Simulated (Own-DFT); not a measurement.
## Calculated data, Si₃N₄ (beta silicon nitride, atoms displaced)

A calculation, not a measurement: plane-wave PBE density functional theory by an unreviewed code, no spin, of a simulated periodic cell, stress positive in tension, free energy of the whole cell less one offset for each atom, forces on such cells passed a denser k mesh, this cell's mesh not checked; offsets are fitted by least squares, one for each functional and potential file, so energies compare only between cells with the same atoms and settings and are not formation energies; the far tail of each file's local potential was reset to the Coulomb form; each entry is a single point on an unrelaxed cell, so the pressure reflects the starting lattice, mostly measured values (interpolated for alloys), from which strain is counted, and rises with the displacements; printed positions are rounded, which can move forces by about a meV/angstrom; the program, named Own-DFT, is a retired in-house code; no spin-orbit coupling. Program: Own-DFT development build.

Common to all runs: functional PBE; potential files PseudoDojo norm-conserving, scalar-relativistic, standard set; wave cutoff 42 hartree; occupations Fermi-Dirac; smearing width 0.1 eV; k mesh 3 x 3 x 3 centred on Gamma.

(1) 
```xyz
42
Lattice="7.6060 0.0000 0.0000 -3.8030 6.5870 0.0000 0.0000 0.0000 8.7270" Properties=species:S:1:pos:R:3:force_x:R:1:force_y:R:1:force_z:R:1 formula=Si3N4 free_energy_of_cell_above_offsets=-7.419 pressure=5.39 stress_xx=-5.41 stress_yy=-4.59 stress_zz=-6.17 stress_yz=0.16 stress_xz=-0.39 stress_xy=0.2
Si    -1.5907     5.0517     0.7231       0.28       0.01      0.242
Si     0.1977     2.6567     0.7491      0.499     -0.035     -0.641
Si     1.3948     5.3999     0.7347     -0.841      1.116     -0.372
Si     5.4364     1.5355     2.1825     -1.952     -0.454      0.372
Si     3.5886     3.9103     2.1456        0.1     -0.151      2.157
Si     2.3948     1.1167     2.1982      1.834      1.417     -0.805
N      2.4076     0.2116     0.7275     -0.275     -0.919      0.317
N      6.1915     2.0101     0.7331      1.197     -0.108     -0.673
N      2.7868     4.4213     0.7411      0.316     -0.254     -1.182
N      1.3911     6.3830     2.1814      0.422       0.31     -0.132
N     -2.4042     4.5689     2.1858     -0.112      0.766      0.055
N      1.0490     2.1777     2.1852     -0.949      0.001      0.096
N      0.0123     4.3546     0.7204     -0.319       0.74      0.052
N      3.8173     2.2141     2.1764     -0.481     -1.139      -0.03
Si    -1.6043     5.1183     3.6542      0.314     -1.591     -0.427
Si     0.2228     2.6476     3.6491       -0.4       2.09     -0.852
Si     1.3948     5.4569     3.6618     -0.586     -0.746     -0.831
Si     5.4367     1.5361     5.0918     -2.345     -0.249      -0.47
Si     3.6082     3.9276     5.1221     -0.747      -0.75     -1.342
Si     2.4157     1.1781     5.0827      0.375     -0.616      0.829
N      2.4169     0.2236     3.6359     -0.496     -0.225      0.551
N      6.2310     1.9802     3.6527      0.754      0.006     -0.568
N      2.7536     4.4005     3.6674      0.909     -0.009     -0.772
N      1.4089     6.3995     5.0847      0.397      0.404      0.624
N     -2.4388     4.6158     5.0964      0.643      0.461      0.291
N      1.0338     2.2113     5.0645      0.053     -0.695      0.989
N     -0.0137     4.4240     3.6492      0.223     -0.816      -0.01
N      3.7694     2.2006     5.0664       1.85      0.171      0.316
Si    -1.5796     5.0437     6.5627      0.341      0.742     -0.452
Si     0.2235     2.6587     6.5328      0.345      1.049      0.222
Si     1.4204     5.4500     6.5368     -0.768     -0.609     -0.284
Si     5.4186     1.5392     7.9789     -0.755     -0.982       0.39
Si     3.5891     3.8815     7.9909     -0.096      0.398      0.554
Si     2.4269     1.1643     8.0250      0.377     -0.579     -0.967
N      2.4212     0.2051     6.5544     -0.424      0.014     -0.255
N      6.2314     1.9859     6.5177      0.666      0.209      0.862
N      2.7811     4.3688     6.5524     -0.293      0.617      0.273
N      1.3732     6.3716     7.9643      0.729      0.807      1.355
N     -2.4431     4.6075     7.9970      0.222      0.007      0.209
N      1.0302     2.1678     7.9954     -0.577      0.086      0.384
N      0.0299     4.3997     6.5546      -0.29     -0.612     -0.079
N      3.8205     2.1853     7.9958      -0.14      0.118      0.003
```

Units: free_energy_of_cell_above_offsets in eV; pressure, stress_xx, stress_yy, stress_zz, stress_yz, stress_xz, stress_xy in GPa; force_x, force_y, force_z in eV/Å.

(2) 
```xyz
42
Lattice="7.6060 0.0000 0.0000 -3.8030 6.5870 0.0000 0.0000 0.0000 8.7270" Properties=species:S:1:pos:R:3:force_x:R:1:force_y:R:1:force_z:R:1 formula=Si3N4 free_energy_of_cell_above_offsets=-7.463 pressure=5.32 stress_xx=-5.39 stress_yy=-4.06 stress_zz=-6.51 stress_yz=0.16 stress_xz=0.13 stress_xy=-0.03
Si    -1.6063     5.0232     0.7361      1.173      0.787     -0.727
Si     0.2374     2.6530     0.7557     -0.985      0.032     -1.409
Si     1.3589     5.4388     0.7440     -0.315     -0.515      -1.18
Si     5.4243     1.5333     2.1600      -0.62     -0.371      0.721
Si     3.5896     3.9293     2.2019      0.054       -0.8      0.032
Si     2.4008     1.1645     2.1642      1.243     -0.372      0.549
N      2.4027     0.2042     0.7283     -0.276      -0.66     -0.303
N      6.2271     1.9910     0.7180       0.36     -0.161     -0.104
N      2.7455     4.3952     0.7601      0.852     -0.065     -0.731
N      1.3854     6.3670     2.1664      0.409      0.824       0.72
N     -2.4089     4.6260     2.1788     -1.222     -0.418        0.5
N      1.0050     2.1877     2.1854      1.003     -0.857      0.085
N      0.0025     4.3298     0.7129     -0.298      1.733      0.251
N      3.8321     2.1917     2.1793     -1.015      0.354     -0.055
Si    -1.6061     5.0695     3.6347      1.044     -0.251      0.284
Si     0.2327     2.6739     3.6108     -0.745      0.443      1.686
Si     1.3808     5.4049     3.6101     -0.613      0.798       1.18
Si     5.4442     1.5304     5.0658     -1.238     -0.162      1.066
Si     3.6145     3.9291     5.1144     -0.175     -1.546     -0.081
Si     2.4241     1.1452     5.0754      0.055      0.787      0.102
N      2.3988     0.1899     3.6301     -0.316      0.603     -0.394
N      6.2166     2.0344     3.6515      0.751     -0.355     -1.564
N      2.7463     4.3558     3.6816      0.717      0.346     -0.931
N      1.3772     6.4123     5.0782      0.539     -1.111     -0.409
N     -2.4132     4.6414     5.1053     -0.787      -0.22     -0.473
N      1.0120     2.2169     5.0968      1.046     -1.158     -0.574
N      0.0002     4.3706     3.6678     -0.323      0.711     -0.574
N      3.8248     2.1594     5.0972      -0.11      1.469     -0.119
Si    -1.6093     5.0892     6.5479      1.498     -0.063      0.146
Si     0.2396     2.6690     6.5622     -0.916      0.245     -0.315
Si     1.3771     5.4463     6.5354     -0.299     -0.017     -0.104
Si     5.3809     1.5383     7.9793      0.628      -0.51      0.188
Si     3.5997     3.9418     7.9879      -0.77     -1.243      0.953
Si     2.4273     1.1827     8.0027     -0.112     -0.928      -0.16
N      2.3978     0.2362     6.5359      -0.33     -0.911      0.538
N      6.2372     1.9723     6.5446      0.491      0.117     -0.068
N      2.7792     4.3967     6.5515     -0.112      0.512     -0.038
N      1.3983     6.3882     7.9995      0.116     -0.171      0.192
N     -2.4151     4.5680     7.9899       0.06      0.595      0.336
N      1.0108     2.1660     8.0133      0.476     -0.234      0.255
N      0.0130     4.3722     6.5267     -0.604      0.998      0.304
N      3.8072     2.1723     7.9814     -0.328      1.744      0.224
```

Units: free_energy_of_cell_above_offsets in eV; pressure, stress_xx, stress_yy, stress_zz, stress_yz, stress_xz, stress_xy in GPa; force_x, force_y, force_z in eV/Å.

(3) 
```xyz
42
Lattice="7.6060 0.0000 0.0000 -3.8030 6.5870 0.0000 0.0000 0.0000 8.7270" Properties=species:S:1:pos:R:3:force_x:R:1:force_y:R:1:force_z:R:1 formula=Si3N4 free_energy_of_cell_above_offsets=-6.926 pressure=5.69 stress_xx=-3.9 stress_yy=-4.73 stress_zz=-8.42 stress_yz=0 stress_xz=0.91 stress_xy=1.01
Si    -1.5880     5.0239     0.7243      -0.23       0.91      0.562
Si     0.2589     2.6417     0.6986      -1.68       0.91      1.289
Si     1.4007     5.4362     0.7285     -0.921      0.205     -0.212
Si     5.4520     1.4821     2.1953     -2.221      1.048      0.631
Si     3.6138     3.9085     2.1630     -0.196     -1.065      1.183
Si     2.3762     1.1286     2.1932      2.787      0.299     -0.407
N      2.4135     0.2235     0.7408       -0.5       -1.8     -0.294
N      6.2034     1.9620     0.7674      2.192       0.62     -1.007
N      2.7881     4.4354     0.7573      0.363     -0.196     -1.294
N      1.3881     6.3868     2.1931      0.212     -0.498     -0.401
N     -2.4315     4.6085     2.2272      0.863      0.431     -1.277
N      1.0454     2.1346     2.1725     -1.759      1.042      0.402
N     -0.0008     4.3823     0.7145      0.899     -0.501      0.175
N      3.8144     2.1688     2.1913     -0.092      0.022      0.029
Si    -1.5726     5.0950     3.6550     -0.993     -2.206      0.123
Si     0.2263     2.6711     3.6365     -0.174      0.156      -0.14
Si     1.3729     5.4664     3.6366       0.44      -1.73     -0.127
Si     5.4482     1.5101     5.0663     -2.468      0.157      1.805
Si     3.5766     3.9092     5.1070      0.006     -0.847     -1.342
Si     2.4274     1.1041     5.0629       0.81      1.539      1.582
N      2.4078     0.1753     3.6329     -0.129      0.863      0.069
N      6.2279     1.9624     3.6787      1.733      0.356     -1.869
N      2.7967     4.4164     3.6111     -0.833      0.378      0.701
N      1.3719     6.3869     5.0846      0.308      0.021     -0.167
N     -2.4828     4.6206     5.0808      1.686      0.874      0.562
N      1.0303     2.1953     5.0995      0.866     -0.982     -0.873
N     -0.0019     4.3734     3.6414      0.294      0.601     -0.063
N      3.8201     2.1849     5.1113     -0.507     -0.408     -0.364
Si    -1.6014     5.0612     6.5619     -0.273      0.156     -1.217
Si     0.2495     2.6321     6.5312      -2.29      1.331      0.549
Si     1.4125     5.4557     6.5247     -1.501     -0.837      0.602
Si     5.4416     1.5078     8.0146     -2.099      0.541      0.112
Si     3.5850     3.9344     7.9850      0.595     -1.214      0.883
Si     2.4048     1.1300     8.0042      1.482      1.101       0.59
N      2.3767     0.2155     6.5875     -0.234     -0.984     -1.695
N      6.1765     1.9389     6.5542      2.868      0.874     -0.472
N      2.8017     4.4263     6.5487     -0.857      0.435     -0.064
N      1.4163     6.3966     7.9808      0.186     -0.897      0.686
N     -2.4007     4.5879     7.9767     -1.035     -0.087      1.269
N      1.0092     2.1612     8.0000      0.535     -0.409     -0.563
N     -0.0451     4.3861     6.5610      2.179      -0.38     -0.298
N      3.8090     2.1958     7.9785     -0.312      0.171      0.341
```

Units: free_energy_of_cell_above_offsets in eV; pressure, stress_xx, stress_yy, stress_zz, stress_yz, stress_xz, stress_xy in GPa; force_x, force_y, force_z in eV/Å.

(4) 
```xyz
42
Lattice="7.6060 0.0000 0.0000 -3.8030 6.5870 0.0000 0.0000 0.0000 8.7270" Properties=species:S:1:pos:R:3:force_x:R:1:force_y:R:1:force_z:R:1 formula=Si3N4 free_energy_of_cell_above_offsets=-7.344 pressure=5.48 stress_xx=-4.67 stress_yy=-5.25 stress_zz=-6.5 stress_yz=-0.7 stress_xz=-0.18 stress_xy=0.29
Si    -1.5921     5.1038     0.7038      0.273     -1.919      0.338
Si     0.2291     2.6290     0.7380     -0.617      2.149     -0.741
Si     1.3927     5.4528     0.7082     -1.348     -0.918     -0.043
Si     5.3879     1.5023     2.1856     -0.008      1.062     -0.193
Si     3.5969     3.9157     2.1543      0.055      0.189      0.564
Si     2.4040     1.1325     2.2127       0.76      0.254     -1.009
N      2.4277     0.1761     0.7025     -0.387      2.104      0.976
N      6.2364     2.0159     0.7221     -0.632     -0.932       0.37
N      2.7753     4.3952     0.6966       0.09       0.31      0.484
N      1.3968     6.3927     2.1598      0.326     -0.665       0.93
N     -2.3891     4.6051     2.1941     -1.688     -0.108      -1.02
N      1.0253     2.2109     2.1823      0.846      -1.22      0.139
N     -0.0331     4.3810     0.7139      1.539     -0.095      0.093
N      3.7888     2.2096     2.1724     -0.034     -0.814      0.016
Si    -1.6390     5.0756     3.6349      1.364     -1.017      0.601
Si     0.2261     2.6827     3.6112      -1.18      0.697      1.021
Si     1.4044     5.4260     3.6752     -1.543     -0.094     -1.449
Si     5.4003     1.4978     5.0868     -1.235      0.434     -0.112
Si     3.6171     3.9515     5.1038     -0.717     -1.493     -0.463
Si     2.3996     1.1400     5.1059      1.014      0.877     -0.029
N      2.4023     0.1721     3.6552     -0.397      1.166     -0.001
N      6.2022     1.9885     3.6541      0.934     -0.192     -0.753
N      2.7638     4.3944     3.6402      0.891        0.1     -0.218
N      1.3701     6.3631     5.1082      0.403      0.407     -0.184
N     -2.4149     4.6027     5.1316     -0.272      0.351     -1.498
N      1.0349     2.2098     5.0891     -0.121     -0.446     -0.584
N     -0.0345     4.3979     3.6140      0.825      0.111       0.33
N      3.7969     2.2160     5.0869     -0.069     -0.709     -0.067
Si    -1.6184     5.0733     6.5373      1.383      0.292      0.991
Si     0.2234     2.6674     6.5265     -0.977      0.568      0.729
Si     1.3732     5.4233     6.5526      0.242     -0.166      0.316
Si     5.3999     1.5490     8.0042      0.371     -0.804     -0.327
Si     3.5972     3.8998     7.9922      0.373     -0.269     -0.139
Si     2.4338     1.1753     7.9981       0.04       -0.7      0.219
N      2.3668     0.2202     6.5656     -0.087     -0.449     -0.537
N      6.1912     1.9612     6.5152      1.764      0.578       0.92
N      2.7954     4.3796     6.5443     -0.861      0.866      0.175
N      1.3591     6.3945     7.9813      0.682      0.325      0.338
N     -2.4200     4.6156     7.9819     -0.788     -0.202      0.479
N      1.0341     2.1758     8.0081     -0.194     -0.073     -0.404
N     -0.0004     4.4085     6.5843     -0.452     -0.853     -0.459
N      3.8227     2.1657     7.9910      -0.57      1.297      0.202
```

Units: free_energy_of_cell_above_offsets in eV; pressure, stress_xx, stress_yy, stress_zz, stress_yz, stress_xz, stress_xy in GPa; force_x, force_y, force_z in eV/Å.

(5) 
```xyz
42
Lattice="7.6060 0.0000 0.0000 -3.8030 6.5870 0.0000 0.0000 0.0000 8.7270" Properties=species:S:1:pos:R:3:force_x:R:1:force_y:R:1:force_z:R:1 formula=Si3N4 free_energy_of_cell_above_offsets=-7.069 pressure=5.68 stress_xx=-6.32 stress_yy=-4.3 stress_zz=-6.42 stress_yz=0.43 stress_xz=-0.09 stress_xy=0.1
Si    -1.6116     5.0501     0.7305      1.689      -0.01      0.016
Si     0.2228     2.6464     0.7494     -0.351      0.657     -0.343
Si     1.3818     5.4230     0.7381     -0.611      0.944     -0.536
Si     5.3911     1.5454     2.1573     -0.224     -0.421      0.311
Si     3.6061     3.9353     2.1883     -0.388     -1.184     -0.121
Si     2.4063     1.1414     2.1641      0.849       0.65      0.465
N      2.3902     0.1772     0.7266     -0.182      0.775      -0.56
N      6.2061     1.9955     0.6875      0.765      0.025      0.807
N      2.7606     4.4053     0.7502       1.12     -0.241      -0.66
N      1.3883     6.4064     2.2099      0.371     -0.397     -1.009
N     -2.4045     4.5938     2.1725     -0.795     -0.204     -0.411
N      1.0355     2.2202     2.2187      0.161     -0.934     -1.165
N      0.0117     4.3634     0.7248     -0.663      0.518      0.068
N      3.8187     2.1968     2.1975      -1.04       0.46     -0.506
Si    -1.6146     5.0377     3.5983      1.397      1.077      1.381
Si     0.1765     2.6449     3.6241      0.249      0.889       0.28
Si     1.3911     5.4314     3.6232     -0.089      0.318      0.794
Si     5.4153     1.5346     5.1088     -1.437      -0.36     -1.657
Si     3.5840     3.9344     5.0912     -0.466     -1.931      0.024
Si     2.3933     1.1587     5.1380      1.418      0.208     -2.177
N      2.4138     0.2172     3.6044     -0.607     -1.017      1.401
N      6.1970     1.9910     3.6326      0.615     -0.035     -0.232
N      2.8157     4.4001     3.6417     -1.069      0.972      -0.34
N      1.3957     6.4202     5.1176       0.15     -1.336     -1.695
N     -2.4709     4.5791     5.0606       2.06       1.35      1.079
N      1.0083     2.1878     5.0595     -0.114      -0.07      1.038
N      0.0212     4.3764     3.6281     -0.817      0.156      0.189
N      3.8335     2.1844     5.0770     -1.621      0.559      0.359
Si    -1.6115     5.0550     6.5736     -0.427      0.816     -1.533
Si     0.2194     2.7252     6.5210     -0.684     -1.269      0.692
Si     1.3584     5.4158     6.4785      0.357       1.29      2.123
Si     5.4033     1.5363     7.9691     -0.554     -1.167      0.366
Si     3.6096     3.8996     7.9965     -1.302      0.457      0.213
Si     2.4347     1.1676     7.9799     -0.282       0.01      1.434
N      2.3958     0.2323     6.5717     -0.471     -1.652     -0.581
N      6.1890     1.9232     6.5154      3.077       1.98      1.147
N      2.7309     4.3748     6.5292      0.719     -0.102      0.516
N      1.4007     6.3908     7.9773      0.053     -0.652      0.231
N     -2.4054     4.5913     8.0131     -1.006     -0.183     -0.345
N      1.0159     2.1840     8.0135      0.107     -0.128     -0.819
N     -0.0317     4.4276     6.5603      0.104     -0.867     -0.365
N      3.8086     2.2011     7.9865     -0.066      0.051      0.123
```

Units: free_energy_of_cell_above_offsets in eV; pressure, stress_xx, stress_yy, stress_zz, stress_yz, stress_xz, stress_xy in GPa; force_x, force_y, force_z in eV/Å.
